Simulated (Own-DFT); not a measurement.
Simulation results for SiC (2H silicon carbide, atoms displaced)

Computed with Own-DFT development build. A calculation, not a measurement: plane-wave PBE density functional theory by an unreviewed code, no spin, of a simulated periodic cell, stress positive in tension, free energy of the whole cell less one offset for each atom, forces on such cells passed a denser k mesh, this cell's mesh not checked; offsets are fitted by least squares, one for each functional and potential file, so energies compare only between cells with the same atoms and settings and are not formation energies; the far tail of each file's local potential was reset to the Coulomb form; each entry is a single point on an unrelaxed cell, so the pressure reflects the starting lattice, mostly measured values (interpolated for alloys), from which strain is counted, and rises with the displacements; printed positions are rounded, which can move forces by about a meV/angstrom; the program, named Own-DFT, is a retired in-house code; no spin-orbit coupling.

```cif
# cell vector a (Å): 9.2481 0.0000 0.0000
# cell vector b (Å): -4.6241 8.0091 0.0000
# cell vector c (Å): 0.0000 0.0000 10.0681
data_SiC
_symmetry_space_group_name_H-M 'P 1'
_symmetry_Int_Tables_number 1
_cell_length_a 9.2481
_cell_length_b 9.2481
_cell_length_c 10.0681
_cell_angle_alpha 90.000
_cell_angle_beta 90.000
_cell_angle_gamma 120.000
_cell_volume 745.73
loop_
_atom_site_label
_atom_site_type_symbol
_atom_site_fract_x
_atom_site_fract_y
_atom_site_fract_z
_atom_site_occupancy
Si1 Si 0.99901 0.99548 0.00036 1
Si2 Si 0.11285 0.22273 0.25719 1
C1 C 0.00271 0.99668 0.19101 1
C2 C 0.10909 0.22226 0.43402 1
Si3 Si 0.01148 0.00603 0.50216 1
Si4 Si 0.11182 0.22241 0.75157 1
C3 C 0.00127 0.00154 0.68991 1
C4 C 0.11211 0.22461 0.93837 1
Si5 Si 0.99874 0.33400 0.00048 1
Si6 Si 0.11013 0.55348 0.25602 1
C5 C 0.99965 0.33084 0.19169 1
C6 C 0.10976 0.55531 0.43737 1
Si7 Si 0.00052 0.33368 0.50578 1
Si8 Si 0.11535 0.56029 0.75065 1
C7 C 0.99845 0.33468 0.69131 1
C8 C 0.10882 0.55633 0.93682 1
Si9 Si 0.00565 0.66708 0.99714 1
Si10 Si 0.11718 0.89753 0.24882 1
C9 C 0.99371 0.66382 0.18657 1
C10 C 0.11070 0.88846 0.43920 1
Si11 Si 0.00076 0.66718 0.49738 1
Si12 Si 0.11019 0.88789 0.75358 1
C11 C 0.00078 0.66534 0.68709 1
C12 C 0.11431 0.89129 0.93481 1
Si13 Si 0.33001 0.99732 0.00282 1
Si14 Si 0.44551 0.22307 0.24922 1
C13 C 0.32868 0.99372 0.19181 1
C14 C 0.44828 0.22080 0.44362 1
Si15 Si 0.33173 0.00346 0.50202 1
Si16 Si 0.44649 0.21874 0.74871 1
C15 C 0.33455 0.99614 0.68393 1
C16 C 0.44491 0.22037 0.93346 1
Si17 Si 0.33074 0.33252 0.00023 1
Si18 Si 0.44682 0.55702 0.24790 1
C17 C 0.33497 0.33238 0.18690 1
C18 C 0.45195 0.56041 0.44027 1
Si19 Si 0.33911 0.33479 0.49929 1
Si20 Si 0.44730 0.56080 0.75423 1
C19 C 0.33096 0.33084 0.68577 1
C20 C 0.44496 0.55692 0.94206 1
Si21 Si 0.33119 0.66122 0.00593 1
Si22 Si 0.44819 0.89401 0.24973 1
C21 C 0.33433 0.66622 0.18920 1
C22 C 0.44772 0.89233 0.43392 1
Si23 Si 0.33682 0.66594 0.49944 1
Si24 Si 0.44392 0.88446 0.75088 1
C23 C 0.34019 0.67215 0.68349 1
C24 C 0.43702 0.88534 0.94114 1
Si25 Si 0.66564 0.99909 0.99775 1
Si26 Si 0.77652 0.22051 0.24836 1
C25 C 0.66503 0.00175 0.19031 1
C26 C 0.77306 0.22463 0.43955 1
Si27 Si 0.67121 0.00557 0.50220 1
Si28 Si 0.77416 0.21771 0.74516 1
C27 C 0.66153 0.00085 0.69009 1
C28 C 0.78463 0.22909 0.93691 1
Si29 Si 0.66752 0.33587 0.00126 1
Si30 Si 0.77171 0.55166 0.25293 1
C29 C 0.67630 0.33772 0.18767 1
C30 C 0.77617 0.55456 0.43757 1
Si31 Si 0.66810 0.33457 0.50449 1
Si32 Si 0.77570 0.56115 0.75201 1
C31 C 0.66809 0.33090 0.69025 1
C32 C 0.78049 0.55989 0.93388 1
Si33 Si 0.66798 0.67189 0.99862 1
Si34 Si 0.77841 0.89298 0.24717 1
C33 C 0.67063 0.66818 0.19056 1
C34 C 0.77866 0.88936 0.43916 1
Si35 Si 0.67024 0.67576 0.49885 1
Si36 Si 0.77768 0.89642 0.75322 1
C35 C 0.66580 0.66308 0.68666 1
C36 C 0.77764 0.88981 0.93838 1
_calc_functional 'PBE'
_calc_potential_files 'PseudoDojo norm-conserving, scalar-relativistic, standard set'
_calc_wave_cutoff 42  # hartree
_calc_occupations 'Fermi-Dirac'
_calc_smearing_width 0.1  # eV
_calc_hardware 'one NVIDIA H100'
_calc_k_mesh '4 x 4 x 3 centred on Gamma'
_calc_free_energy_of_cell_above_offsets '-10.620'  # eV
_calc_pressure 3.73  # GPa
_calc_stress_xx -3.07  # GPa
_calc_stress_yy -2.03  # GPa
_calc_stress_zz -6.1  # GPa
_calc_stress_yz 0.24  # GPa
_calc_stress_xz -0.02  # GPa
_calc_stress_xy 0.53  # GPa
_calc_wall_time 365  # s
```

Force:
```tsv
element	x (eV/Å)	y (eV/Å)	z (eV/Å)
Si	0.097	1.137	0.258
Si	-0.195	-0.194	-2.497
C	-1.149	1.227	-0.85
C	0.813	0.605	2.275
Si	-1.636	-1.025	-0.235
Si	-0.039	0.32	-0.18
C	-0.217	-0.045	0.108
C	-0.193	-0.635	0.283
Si	0.569	0.132	0.385
Si	-0.504	0.352	-1.604
C	0.243	0.153	-0.44
C	0.725	-0.064	1.174
Si	-0.496	0.07	-1.04
Si	-0.156	-0.442	-0.43
C	0.704	-0.168	-0.278
C	1.399	-0.266	0.246
Si	-1.542	0.147	0.842
Si	-0.66	-2.881	0.983
C	1.056	0.651	0.462
C	0.376	0.496	-0.434
Si	-0.327	-0.137	0.492
Si	0.507	0.095	-1.621
C	-0.5	0.418	0.128
C	-0.386	-0.49	1.148
Si	0.281	0.765	-0.395
Si	0.713	-0.159	0.498
C	0.86	1.796	-1.062
C	-0.805	0.611	-1.383
Si	1.181	-1.239	-0.742
Si	-0.625	0.109	-0.41
C	-0.526	0.127	1.449
C	-0.247	0.114	1.484
Si	0.817	-0.215	-0.362
Si	0.121	0.046	0.678
C	-0.237	0.127	0.547
C	-0.654	-0.892	-0.887
Si	-0.627	0.287	0.088
Si	0.073	-1.172	-0.973
C	0.431	0.61	0.792
C	0.009	-0.123	-0.438
Si	-0.673	0.67	-0.766
Si	-0.212	-1.326	0.388
C	-0.31	0.084	0.582
C	-0.213	-0.214	1.184
Si	-0.514	0.801	-0.844
Si	-1.054	0.789	0.183
C	-0.396	-1.177	1.11
C	1.15	-0.1	-0.343
Si	-0.599	0.919	0.495
Si	0.465	0.621	0.904
C	0.581	-0.077	-1.242
C	1.487	-0.029	-0.109
Si	-0.57	-0.88	-0.755
Si	0.209	1.433	1.526
C	1.021	-0.422	-0.211
C	-1.048	-1.455	-0.104
Si	0.262	0.121	-0.929
Si	1.136	1.105	-0.395
C	-1.715	-1.1	-0.095
C	-0.082	0.354	0.622
Si	-0.248	0.347	-0.187
Si	1.514	-1.201	-0.854
C	-0.603	0.853	-0.115
C	-0.312	-0.016	1.251
Si	0.765	-1.053	0.743
Si	0.548	-0.63	1.129
C	-0.882	0.174	-0.899
C	0.399	1.647	-0.175
Si	0.768	-1.301	0.384
Si	0.743	-1.211	-1.116
C	-0.776	1.673	0.426
C	-0.093	0.351	0.153
```
